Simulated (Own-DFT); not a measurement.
# Strain and stress in wurtzite GaN, 72 atoms (Ga36N36)

Everything here is calculated. The program is Own-DFT (plane waves, in-house, since retired, never reviewed by a person); positions were held fixed, and spin and spin-orbit coupling were off.

All runs used: PBE; PseudoDojo norm-conserving scalar-relativistic files (stringent for Ga); cutoff 96 hartree; 4 x 4 x 3 k mesh centred on Gamma; Gaussian smearing of 0.01 eV.

Keep in mind: forces not confirmed at this smearing and k mesh; stress not checked against mesh or cutoff.

Unstrained cell vectors in Å: (9.567, 0.000, 0.000); (-4.784, 8.285, 0.000); (0.000, 0.000, 10.370). The unstrained cell has measured lattice constants (interpolated for alloys), not those of this functional. That, the random moves and any unrelaxed bonds set the pressure at no strain. The cell is deformed uniformly in each run, and the atoms keep their fractional places. Random moves of width 0.05 Å per axis were added to every atom. Strains are tensor components in per cent; tension counts as positive stress, and P is minus the mean normal stress.

```
run,e_xx (%),e_yy (%),e_zz (%),e_yz (%),e_xz (%),e_xy (%),s_xx (GPa),s_yy (GPa),s_zz (GPa),s_yz (GPa),s_xz (GPa),s_xy (GPa),P (GPa),E (meV/atom)
1,-0.56,0.65,0.37,-1.15,1.59,0.66,-8.10,-3.70,-6.77,-1.97,3.04,1.33,6.19,16.7
2,-1.38,1.17,-0.40,-1.43,0.97,-0.34,-12.05,-3.19,-10.84,-3.02,2.74,-0.74,8.69,29.7
3,0.04,-1.89,1.08,-1.22,-0.45,-1.64,-10.19,-13.63,-3.49,-2.72,-0.77,-7.00,9.11,34.1
4,0.25,0.75,1.81,1.52,0.99,-1.18,-4.62,-1.74,0.68,2.78,1.53,-3.30,1.89,12.9
5,0.47,1.97,1.42,-0.28,1.62,-0.94,-1.98,2.61,-0.39,-0.46,2.32,-2.42,-0.08,5.5
6,-1.77,1.54,-0.48,1.34,-1.96,-0.32,-12.15,-2.13,-10.95,1.83,-3.34,-2.67,8.41,23.9
7,1.68,0.01,0.13,1.44,-1.21,-1.68,-0.16,-5.25,-5.11,2.17,-2.46,-5.03,3.51,11.2
8,1.31,0.70,1.42,-0.29,-1.35,1.38,-0.52,-1.54,-0.35,-0.84,-2.49,4.37,0.80,8.0
9,-0.96,1.55,1.15,-1.66,-1.80,1.64,-9.51,-0.86,-2.30,-2.52,-4.27,4.36,4.22,28.7
10,0.50,1.28,-0.96,0.16,1.50,0.17,-4.71,-2.52,-8.70,0.36,2.68,0.58,5.31,6.6
11,-0.97,1.23,1.65,1.66,1.16,-1.18,-11.49,-1.59,-0.17,3.27,2.51,-3.46,4.42,28.9
12,1.04,-0.78,1.61,0.21,0.46,0.16,-3.06,-6.65,-0.07,0.44,1.56,1.07,3.26,0.0
13,1.30,0.92,-0.15,1.57,0.96,1.79,-2.99,-1.25,-5.93,3.71,1.99,5.12,3.39,16.2
14,1.81,0.68,0.14,-1.62,0.51,0.13,1.98,-4.43,-5.56,-3.25,0.95,1.42,2.67,21.1
15,1.35,-0.81,1.69,-1.04,-1.49,0.33,?,?,?,?,?,?,?,?
```

E is the free energy for each atom above the lowest run shown.

## Analysis

Regress every stress component on the fractional strains (shears doubled) of the visible runs, with a constant. Shear strains stay in the fit of a normal stress only where such slopes are resolved. The slopes, in GPa:

| stress | at no strain | per e_xx | per e_yy | per e_zz | scatter |
|---|---|---|---|---|---|
| s_xx | -7.6 | 426 ± 28 | 132 ± 33 | 30 ± 35 | 1.13 |
| s_yy | -6.7 | 66 ± 20 | 386 ± 24 | 91 ± 25 | 0.81 |
| s_zz | -7.4 | 102 ± 20 | 47 ± 23 | 413 ± 24 | 0.79 |

The slope of each shear stress on twice its own strain, from a fit on all six strains: yz 97 ± 4, xz 99 ± 6, xy 147 ± 10 GPa. These are stiffnesses along x, y and z of the frame in which the cell vectors are given, with the crystal's c axis along z: C11, C12, C13 and C33. Hexagonal symmetry asks that xx and yy behave alike, which is a second check on the noise. These are clamped-ion slopes: internal relaxation, where symmetry allows it, would soften some. Symmetry asks for nearly equal slopes across the diagonal; the mismatch is a measure of noise. A ninth of the table's sum, 188 ± 7 GPa, estimates the bulk modulus near the mean pressure of these runs, 4.4 GPa, so it lies above the value at zero pressure.

## The run left out

Question: what normal stresses and pressure should run 15 give?

Estimate: s_xx = -2.4, s_yy = -7.4, s_zz = 0.6 and P = 3.1 GPa. The hidden result is -1.75, -6.67, 0.07 and P = 2.78 GPa.
